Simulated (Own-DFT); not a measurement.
# Biaxial strain at fixed height in wurtzite AlN, 72 atoms (Al36N36)

Everything here is calculated. The program is Own-DFT (plane waves, in-house, since retired, never reviewed by a person); positions were held fixed, and spin and spin-orbit coupling were off.

Settings: PBE; PseudoDojo norm-conserving scalar-relativistic files; cutoff 42 hartree; 4 x 4 x 3 k mesh centred on Gamma; Gaussian smearing of 0.01 eV.

Caveats: k mesh not checked against a denser one; stress not checked against mesh or cutoff.

Unstrained cell vectors in Å: (9.336, 0.000, 0.000); (-4.668, 8.085, 0.000); (0.000, 0.000, 9.964). The unstrained cell has measured lattice constants (interpolated for alloys), not those of this functional. That, the random moves and any unrelaxed bonds set the pressure at no strain. Each run strains x and y alike by e, as a substrate would, and holds the height along z. Random moves of width 0.05 Å per axis were added to every atom. Stress is positive in tension.

```
e (%),u (Å),(s_xx + s_yy)/2 (GPa),s_zz (GPa)
-2.75,0.051,-25.48,-9.20
-2.50,0.045,-21.66,-9.34
-2.00,0.051,-17.86,-9.81
-1.50,0.052,-16.14,-6.27
-1.00,0.054,-12.33,-6.42
-0.75,0.049,-9.83,-5.53
-0.25,0.051,-7.38,-6.07
0.75,0.051,-1.97,-4.32
1.25,0.050,?,?
2.75,0.051,8.92,-3.47
```

## Working it out

With e as a fraction, the in-plane stress is -5.8 + 601 e - 2607 e² GPa (errors 17 and 972, scatter 0.85), and s_zz is -5.8 + 118 e GPa (slope ± 21, scatter 1.04). At e = 0 the first slope is C11 + C12 and the second 2 C13, both with the ions held to the strained lattice and at the cell's own pressure. A free layer would change its height as e changes, and the in-plane slope would drop by 2 C13²/C33 to the biaxial modulus. At fixed height, a misfit of 1 % moves the in-plane stress by about 6.0 GPa and s_zz by 1.2 GPa.

## Withheld run

Asked: what are the two stresses at e = 1.25 %?

From the fit: 1.3 and -4.3 GPa. The calculation gave 1.77 and -5.58 GPa.
